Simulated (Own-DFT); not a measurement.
Simulation results for Hf$_{36}$O$_{71}$ (tetragonal hafnia with one neutral oxygen vacancy, atoms displaced)

A calculation, not a measurement: plane-wave PBE and HSE06 DFT by an unreviewed code, no spin, of a simulated cell at Gamma alone, so results move with cell size and shape, stress positive in tension, energies less offsets, not probed for a lower state with spin; hafnium file: forces about 75 meV/angstrom off all-electron values; oxygen file: force components 24 meV/angstrom off all-electron in a glass; k mesh not checked against a denser one; forces and stress are PBE's, HSE06 gives the energy alone, and its difference from PBE has offsets of its own; offsets are fitted by least squares, one for each functional and potential file, so energies compare only between cells with the same atoms and settings and are not formation energies; the far tail of each file's local potential was reset to the Coulomb form; each entry is a single point on an unrelaxed cell, so the pressure reflects the starting lattice, taken from the Materials Project, from which strain is counted, and rises with the displacements; printed positions are rounded, which can move forces by about a meV/angstrom; the program is a retired in-house code; no spin-orbit coupling. Program: Own-DFT development build.

Common to all runs: first functional PBE; second functional HSE06; exact exchange share 0.25; screening 0.11 1/bohr; exchange divergence Gygi-Baldereschi; potential files PseudoDojo norm-conserving, scalar-relativistic, made for PBE, standard set; wave cutoff 48 hartree; occupations fixed; k mesh 1 x 1 x 1 centred on Gamma.

(1) Hf$_{36}$O$_{71}$ (tetragonal hafnia with one neutral oxygen vacancy, atoms displaced)

```
cell vectors (Å)
  10.7800     0.0000     0.0000
   0.0000    10.7800     0.0000
   0.0000     0.0000    10.4493
atoms (fractions of the cell vectors)
Hf  0.99876  0.00232  0.99818
Hf  0.16614  0.16558  0.25052
O   0.99749  0.16255  0.15028
O   0.17101  0.00317  0.34955
O   0.16571  0.99942  0.09787
Hf  0.99532  0.00058  0.50246
Hf  0.17005  0.17513  0.74644
O   0.00159  0.17203  0.65244
O   0.16138  0.99660  0.84733
O   0.00087  0.16542  0.90744
O   0.16404  0.99994  0.59924
Hf  0.99944  0.33379  0.00386
Hf  0.16723  0.50245  0.24567
O   0.99755  0.49904  0.15346
O   0.16415  0.33046  0.34796
O   0.99829  0.49969  0.40555
O   0.16833  0.33936  0.10169
Hf  0.00332  0.33327  0.49727
Hf  0.16681  0.50062  0.75289
O   0.00697  0.49825  0.64872
O   0.16427  0.33334  0.85054
O   0.00038  0.49517  0.89904
O   0.16906  0.33159  0.59619
Hf  0.00150  0.66593  0.99759
Hf  0.16883  0.83189  0.24540
O   0.00049  0.83421  0.15378
O   0.16933  0.66274  0.34997
O   0.00285  0.83932  0.39789
O   0.16813  0.66673  0.09738
Hf  0.00442  0.66022  0.50213
Hf  0.16369  0.83227  0.75072
O   0.99917  0.83369  0.65511
O   0.16707  0.66637  0.84969
O   0.99955  0.84138  0.90187
O   0.17020  0.66686  0.60153
Hf  0.34021  0.00043  0.00096
Hf  0.49502  0.16987  0.24924
O   0.33028  0.16082  0.15414
O   0.49453  0.00154  0.34314
O   0.33263  0.16478  0.40045
O   0.50223  0.99628  0.10172
Hf  0.33199  0.99970  0.49598
Hf  0.49397  0.16691  0.74916
O   0.33637  0.17019  0.65327
O   0.49905  0.00207  0.84723
O   0.32687  0.17312  0.89918
O   0.49844  0.99900  0.59585
Hf  0.32970  0.33246  0.99985
Hf  0.49991  0.49606  0.24580
O   0.33543  0.49750  0.14982
O   0.50263  0.33253  0.35343
O   0.34077  0.49455  0.40231
O   0.50664  0.33365  0.09734
Hf  0.33702  0.32900  0.50276
Hf  0.50459  0.49935  0.74818
O   0.33622  0.50187  0.65235
O   0.50435  0.32854  0.84860
O   0.33313  0.49734  0.90231
O   0.50279  0.33220  0.60228
Hf  0.33045  0.67019  0.00037
Hf  0.49801  0.83109  0.25087
O   0.33178  0.82669  0.15448
O   0.49999  0.66282  0.34568
O   0.33155  0.82845  0.40260
O   0.50199  0.66643  0.09626
Hf  0.33245  0.66693  0.49722
Hf  0.50036  0.82986  0.74603
O   0.33073  0.83353  0.65103
O   0.50249  0.66945  0.84235
O   0.33432  0.83498  0.90277
O   0.49532  0.66630  0.59685
Hf  0.66656  0.99545  0.00203
Hf  0.82985  0.16315  0.25196
O   0.66497  0.17108  0.15460
O   0.83442  0.99877  0.34905
O   0.66716  0.16668  0.40316
O   0.83305  0.00008  0.10081
Hf  0.66903  0.99319  0.50075
Hf  0.83142  0.17170  0.75350
O   0.66620  0.16763  0.65978
O   0.83525  0.00162  0.84736
O   0.66594  0.16150  0.90579
O   0.83454  0.00111  0.60403
Hf  0.66492  0.33308  0.00076
Hf  0.83469  0.49961  0.25504
O   0.66672  0.50314  0.14920
O   0.83222  0.33428  0.35009
O   0.66981  0.50281  0.39649
O   0.83231  0.33989  0.10295
Hf  0.66647  0.33236  0.49780
Hf  0.82981  0.50340  0.75165
O   0.66750  0.50251  0.64738
O   0.83244  0.33501  0.84922
O   0.66479  0.50190  0.90381
O   0.83466  0.33605  0.60119
Hf  0.66717  0.66707  0.00063
Hf  0.83246  0.83210  0.25351
O   0.66263  0.82887  0.15558
O   0.83481  0.66398  0.34972
O   0.66729  0.83825  0.40368
O   0.83434  0.67014  0.09626
Hf  0.66311  0.66629  0.49582
Hf  0.82758  0.83068  0.75395
O   0.66174  0.83130  0.64932
O   0.83871  0.66770  0.84425
O   0.66721  0.83765  0.89862
O   0.83463  0.67016  0.59521
```

Results for Hf$_{36}$O$_{71}$ (tetragonal hafnia with one neutral oxygen vacancy, atoms displaced): PBE energy of cell above offsets -100.818 eV; HSE06 less PBE above offsets -0.137 eV; PBE pressure 0.57 GPa; PBE stress xx -0.07 GPa; PBE stress yy -0.62 GPa; PBE stress zz -1.02 GPa; PBE stress yz -0.57 GPa; PBE stress xz -0.08 GPa; PBE stress xy 0.02 GPa.

Force:
| element | x (eV/Å) | y (eV/Å) | z (eV/Å) |
| --- | --- | --- | --- |
| Hf | 0.407 | -0.059 | 0.349 |
| Hf | -0.939 | -0.485 | 0.127 |
| O | 0.257 | 0.626 | 1.127 |
| O | -0.136 | -0.492 | -0.428 |
| O | 0.859 | -0.292 | -0.093 |
| Hf | 0.853 | 0.182 | 0.058 |
| Hf | -1.08 | -1.846 | 0.438 |
| O | -0.261 | 0.03 | -0.094 |
| O | 0.647 | 1.11 | -0.295 |
| O | -0.123 | 1.277 | -0.489 |
| O | 0.466 | 0.256 | -0.586 |
| Hf | -0.501 | -0.554 | 0.037 |
| Hf | 0.173 | -0.995 | 0.581 |
| O | 0.825 | 0.461 | -0.169 |
| O | -0.442 | 0.587 | -0.053 |
| O | 0.13 | -0.101 | -0.758 |
| O | -0.339 | -0.329 | -0.372 |
| Hf | -0.595 | -1.114 | 0.566 |
| Hf | 0.607 | 0.008 | -0.531 |
| O | -1.018 | 0.484 | 0.501 |
| O | 0.133 | 0.445 | -0.004 |
| O | -0.013 | 1.02 | 0.427 |
| O | 0.291 | -0.07 | 0.274 |
| Hf | -0.496 | 0.728 | -0.032 |
| Hf | -1.484 | 0.944 | 1.201 |
| O | -0.091 | -0.506 | -0.116 |
| O | -0.192 | 0.204 | -0.337 |
| O | -0.1 | -1.149 | 0.716 |
| O | -0.55 | -0.281 | 0.291 |
| Hf | -0.276 | 1.532 | 0.281 |
| Hf | -0.037 | 1.164 | -0.396 |
| O | -0.35 | -0.343 | -0.063 |
| O | -0.182 | -0.094 | 0.491 |
| O | -0.193 | -2.395 | 0.248 |
| O | -0.42 | -0.149 | -0.377 |
| Hf | -1.321 | 0.311 | -0.646 |
| Hf | 0.989 | -0.463 | 0.489 |
| O | 0.779 | 0.535 | -0.818 |
| O | 0.067 | -0.451 | 0.258 |
| O | 0.296 | 0.825 | 0.213 |
| O | -0.424 | -0.009 | -0.427 |
| Hf | -0.544 | -0.7 | 0.549 |
| Hf | 2.005 | -0.277 | 0.45 |
| O | -0.893 | -0.076 | -0.915 |
| O | -0.524 | -0.485 | 0.27 |
| O | 0.369 | -1.265 | 0.419 |
| O | 0.256 | 0.081 | -0.36 |
| Hf | 0.558 | 0.768 | -0.04 |
| Hf | 0.387 | 0.244 | 0.481 |
| O | -0.301 | 0.248 | 0.203 |
| O | -0.015 | -0.093 | -0.569 |
| O | -0.502 | 0.275 | -0.04 |
| O | -2.077 | -0.043 | 0.551 |
| Hf | 0.02 | 0.735 | -0.296 |
| Hf | -0.916 | -0.3 | 0.171 |
| O | -0.288 | -0.455 | 0.445 |
| O | -0.063 | 1.007 | 0.072 |
| O | 0.103 | 0.445 | 0.22 |
| O | -0.135 | 0.222 | -0.378 |
| Hf | 1.009 | -0.495 | -0.564 |
| Hf | -0.003 | 0.212 | 0.079 |
| O | 0.728 | 0.178 | -0.676 |
| O | 0.274 | 0.554 | 0.08 |
| O | 0.225 | 0.933 | -0.427 |
| O | -0.709 | 0.06 | -0.368 |
| Hf | -0.193 | -0.974 | 0.597 |
| Hf | -1.256 | 1.091 | -0.047 |
| O | 0.413 | 0.016 | 0.203 |
| O | 0.041 | -0.731 | 0.5 |
| O | 0.089 | -0.274 | 0.441 |
| O | 0.975 | 0.119 | -0.296 |
| Hf | 0.597 | 1.229 | -0.196 |
| Hf | 0.255 | 0.556 | -0.196 |
| O | -0.205 | -0.251 | 0.097 |
| O | -0.002 | 0.224 | 0.405 |
| O | 0.052 | -0.637 | 0.318 |
| O | -0.725 | -0.274 | 0.038 |
| Hf | -0.217 | 2.166 | 1.03 |
| Hf | 0.18 | -0.75 | -0.382 |
| O | -0.168 | 0.091 | -0.523 |
| O | -0.205 | -0.235 | 0.163 |
| O | 0.361 | 0.533 | 0.503 |
| O | -0.689 | -0.242 | -0.728 |
| Hf | 1.079 | -0.701 | -0.249 |
| Hf | -0.823 | -0.478 | -0.71 |
| O | 0.202 | 0.139 | 0.284 |
| O | 0.424 | -0.554 | 0.089 |
| O | -0.246 | -0.558 | 0.555 |
| O | 0.175 | -0.368 | -0.603 |
| Hf | 0.719 | -0.143 | 0.364 |
| Hf | 0.97 | -1.205 | -0.996 |
| O | -0.066 | 0.284 | 0.292 |
| O | -0.166 | 0.441 | 0.318 |
| O | 0.262 | 0.107 | -0.747 |
| O | -0.249 | 0.098 | -0.528 |
| Hf | -0.253 | 0.005 | 0.541 |
| Hf | 0.947 | -0.142 | -0.617 |
| O | 0.689 | 0.103 | -0.171 |
| O | -0.112 | 0.987 | -0.122 |
| O | -0.138 | -1.498 | -0.706 |
| O | 0.142 | 0.01 | -0.337 |
| Hf | 0.4 | -0.328 | 0.459 |
| Hf | 1.144 | 1.65 | -0.969 |
| O | 0.843 | -0.004 | -0.095 |
| O | -0.201 | -0.398 | 0.852 |
| O | 0.205 | -1.115 | 0.145 |
| O | -0.424 | -0.313 | 0.073 |

(2) Hf$_{36}$O$_{71}$ (tetragonal hafnia with one neutral oxygen vacancy, atoms displaced)

```
cell vectors (Å)
  10.7800     0.0000     0.0000
   0.0000    10.7800     0.0000
   0.0000     0.0000    10.4493
atoms (fractions of the cell vectors)
Hf  0.00359  0.99826  0.00249
Hf  0.16942  0.17200  0.26227
O   0.00017  0.16340  0.16714
O   0.17135  0.00159  0.35423
O   0.99900  0.16534  0.39951
O   0.17119  0.99583  0.09745
Hf  0.99735  0.99686  0.49704
Hf  0.16928  0.17040  0.75230
O   0.00381  0.16642  0.65737
O   0.17028  0.99680  0.85350
O   0.00042  0.16575  0.90209
O   0.16920  0.99589  0.60509
Hf  0.00558  0.33927  0.99583
Hf  0.16211  0.49389  0.24772
O   0.00061  0.49963  0.15939
O   0.16408  0.33068  0.34233
O   0.00331  0.50063  0.40971
O   0.16377  0.33006  0.10324
Hf  0.00190  0.32907  0.50717
Hf  0.15334  0.49927  0.75522
O   0.99415  0.49409  0.65341
O   0.16080  0.33970  0.85408
O   0.00298  0.50315  0.90005
O   0.16449  0.33700  0.58869
Hf  0.99249  0.66424  0.99612
Hf  0.16595  0.83359  0.25017
O   0.00867  0.83250  0.15511
O   0.16645  0.66203  0.34656
O   0.00063  0.83309  0.40597
O   0.16378  0.67090  0.09398
Hf  0.99794  0.66761  0.49778
Hf  0.17155  0.83005  0.75314
O   0.99994  0.82702  0.65787
O   0.17434  0.67636  0.84563
O   0.00004  0.83256  0.90106
Hf  0.33373  0.99957  0.99639
Hf  0.50191  0.16531  0.24979
O   0.32984  0.18009  0.15917
O   0.50086  0.99949  0.35286
O   0.34009  0.16721  0.40426
O   0.49565  0.00008  0.10288
Hf  0.32926  0.00127  0.50214
Hf  0.49747  0.17581  0.75429
O   0.33642  0.17196  0.65339
O   0.49814  0.99264  0.84099
O   0.33548  0.16658  0.89845
O   0.50101  0.99635  0.59863
Hf  0.33414  0.33809  0.99932
Hf  0.49343  0.50349  0.24436
O   0.32939  0.50397  0.15411
O   0.50442  0.32407  0.35136
O   0.33469  0.50291  0.40536
O   0.49731  0.33470  0.09364
Hf  0.33198  0.33157  0.50835
Hf  0.50481  0.49333  0.75048
O   0.33566  0.50814  0.64956
O   0.49535  0.33422  0.85495
O   0.33371  0.50440  0.90614
O   0.49657  0.33250  0.60515
Hf  0.33421  0.66849  0.01013
Hf  0.49803  0.83892  0.24828
O   0.33911  0.83327  0.14967
O   0.50221  0.66845  0.34806
O   0.33238  0.83192  0.40529
O   0.50220  0.66730  0.09971
Hf  0.33670  0.67428  0.50275
Hf  0.49025  0.83900  0.75277
O   0.34683  0.83528  0.64607
O   0.49912  0.66187  0.85025
O   0.32959  0.83183  0.90303
O   0.49428  0.66317  0.59625
Hf  0.67515  0.00290  0.00843
Hf  0.83529  0.16370  0.25223
O   0.65974  0.16596  0.15452
O   0.82933  0.99359  0.34273
O   0.67476  0.16111  0.40168
O   0.82867  0.99160  0.09752
Hf  0.67480  0.00667  0.49657
Hf  0.82908  0.16596  0.74152
O   0.65707  0.16971  0.65914
O   0.83194  0.00029  0.84560
O   0.66323  0.17622  0.90067
O   0.84282  0.00096  0.59192
Hf  0.66114  0.34357  0.00048
Hf  0.83244  0.49571  0.25100
O   0.67619  0.49461  0.16148
O   0.82855  0.33108  0.33809
O   0.65661  0.49173  0.40571
O   0.83216  0.33327  0.09773
Hf  0.66916  0.33248  0.50250
Hf  0.83254  0.50170  0.75625
O   0.66931  0.50919  0.65357
O   0.82558  0.32667  0.84341
O   0.66940  0.49967  0.90375
O   0.83057  0.32712  0.59368
Hf  0.66769  0.66448  0.99379
Hf  0.83452  0.83147  0.25085
O   0.66461  0.83294  0.14842
O   0.83863  0.67462  0.34693
O   0.66608  0.83803  0.40725
O   0.83319  0.66957  0.10739
Hf  0.65625  0.67226  0.50080
Hf  0.84733  0.83159  0.74960
O   0.66690  0.83401  0.65173
O   0.83057  0.66763  0.84514
O   0.66172  0.82918  0.90196
O   0.83355  0.66368  0.60485
```

Results for Hf$_{36}$O$_{71}$ (tetragonal hafnia with one neutral oxygen vacancy, atoms displaced): PBE energy of cell above offsets -96.484 eV; HSE06 less PBE above offsets 0.076 eV; PBE pressure 2.88 GPa; PBE stress xx -2.84 GPa; PBE stress yy -2.3 GPa; PBE stress zz -3.5 GPa; PBE stress yz 0.34 GPa; PBE stress xz -0.61 GPa; PBE stress xy -0.09 GPa.

Force:
| element | x (eV/Å) | y (eV/Å) | z (eV/Å) |
| --- | --- | --- | --- |
| Hf | 0.407 | 0.559 | -0.069 |
| Hf | 0.197 | -2.002 | -1.854 |
| O | 0.313 | -0.534 | -1.61 |
| O | -0.253 | -0.367 | -0.258 |
| O | -0.383 | -0.056 | 1.41 |
| O | -0.363 | 0.142 | 0.173 |
| Hf | 2.396 | 0.481 | -0.127 |
| Hf | -0.162 | -1.77 | 0.592 |
| O | 0.022 | 0.578 | -0.601 |
| O | -0.364 | 1.192 | -0.486 |
| O | 0.377 | 0.364 | 0.897 |
| O | -0.831 | 0.469 | -0.217 |
| Hf | -1.196 | -2.255 | 1.507 |
| Hf | 0.823 | 1.228 | 1.425 |
| O | -0.694 | -0.002 | -1.588 |
| O | -0.032 | 1.42 | 1.902 |
| O | -0.352 | -1.052 | -0.171 |
| O | -0.124 | 0.693 | -1.081 |
| Hf | -1.217 | 0.527 | -1.641 |
| Hf | 2.801 | 2.19 | -1.401 |
| O | 0.437 | -0.096 | 0.47 |
| O | 0.292 | -1.15 | -0.556 |
| O | -0.392 | 0.031 | -0.166 |
| O | 0.407 | -0.249 | 2.049 |
| Hf | 0.723 | 1.855 | 1.924 |
| Hf | 1.373 | -0.333 | 0.575 |
| O | -1.871 | 0.471 | -0.424 |
| O | -0.301 | 0.74 | -0.169 |
| O | 0.27 | 0.349 | -0.423 |
| O | -0.433 | -0.395 | -0.146 |
| Hf | 0.052 | -0.289 | 0.68 |
| Hf | 0.558 | 1.433 | -1.309 |
| O | 1.958 | -0.022 | -1.272 |
| O | -1.036 | -3.069 | -0.126 |
| O | -0.378 | -0.181 | 0.45 |
| Hf | 0.239 | -0.268 | 0.273 |
| Hf | -1.472 | -0.351 | 0.74 |
| O | 0.598 | -0.428 | -0.591 |
| O | 0 | 0.335 | -0.653 |
| O | -1.059 | 0.178 | 0.606 |
| O | 0.408 | 0.261 | -0.69 |
| Hf | 1.613 | -0.56 | -0.046 |
| Hf | 0.289 | -2.293 | 0.276 |
| O | -1.527 | 0.149 | -0.108 |
| O | -0.417 | 3.044 | 1.659 |
| O | -0.414 | 0.692 | 0.468 |
| O | -0.033 | 0.789 | -0.747 |
| Hf | -0.384 | -0.589 | 0.498 |
| Hf | 1.213 | -0.526 | 2.357 |
| O | -0.086 | -0.226 | -0.54 |
| O | -0.187 | 1.203 | -0.487 |
| O | 0.283 | -1.025 | -0.365 |
| O | 0.047 | 0.844 | 0.729 |
| Hf | 1.717 | 1.288 | -1.745 |
| Hf | -1.66 | 2.262 | -0.646 |
| O | -1.299 | -0.88 | 1.363 |
| O | 0.031 | 0.892 | -0.002 |
| O | -0.496 | -0.731 | 0.266 |
| O | 0.917 | 0.399 | 0.167 |
| Hf | 0.159 | 0.098 | -1.465 |
| Hf | 1.102 | 0.018 | 0.634 |
| O | -1.329 | -0.412 | 0.264 |
| O | 0.156 | 0.033 | -0.385 |
| O | -0.113 | 0.972 | -0.876 |
| O | 0.332 | -1.056 | 0.211 |
| Hf | -1.387 | -1.784 | -0.109 |
| Hf | 3.965 | -1.838 | -0.207 |
| O | -3.78 | -0.528 | -0.208 |
| O | 0.245 | -0.136 | -0.2 |
| O | 0.438 | 0.209 | -0.105 |
| O | 1.516 | -0.003 | 0.234 |
| Hf | -2.779 | -0.505 | -2.19 |
| Hf | -0.797 | 0.582 | -0.502 |
| O | 1.874 | -0.318 | -0.606 |
| O | 0.688 | 0.974 | 0.768 |
| O | 0.19 | 1.689 | 0.066 |
| O | 2.511 | 0.518 | 0.493 |
| Hf | -2.449 | -2.657 | 1.468 |
| Hf | -0.119 | -0.217 | 1.66 |
| O | 1.762 | -0.259 | -1.333 |
| O | -0.032 | 0.265 | 0.012 |
| O | -0.203 | -1.237 | 0.854 |
| O | -1.316 | 0.493 | 0.925 |
| Hf | 1.455 | -2.605 | 0.81 |
| Hf | 0.638 | 0.734 | 0.995 |
| O | -2.69 | 0.226 | -1.499 |
| O | 0.288 | -0.018 | 1.412 |
| O | 0.754 | 1.438 | 0.25 |
| O | 0.799 | 0.043 | -1.036 |
| Hf | -1.747 | 0.013 | -1.315 |
| Hf | -1.029 | -0.241 | -1.644 |
| O | -0.068 | -1.088 | 0.455 |
| O | 0.939 | 1.516 | -0.123 |
| O | 0.133 | 0.163 | -0.721 |
| O | 0.774 | -0.239 | 0.364 |
| Hf | -0.903 | 2.665 | 0.738 |
| Hf | -0.755 | -0.509 | -0.947 |
| O | 0.242 | 0.247 | 0.758 |
| O | -0.293 | -1.922 | 0.745 |
| O | 0.172 | -0.449 | -0.747 |
| O | 0.42 | -0.282 | -1.789 |
| Hf | 0.794 | 0.001 | 0.684 |
| Hf | -4.116 | 0.348 | 0.05 |
| O | 0.596 | -0.329 | 0.414 |
| O | 0.658 | -0.592 | 1.597 |
| O | 0.595 | 0.51 | 1.021 |
| O | 0.363 | 0.109 | -1.006 |
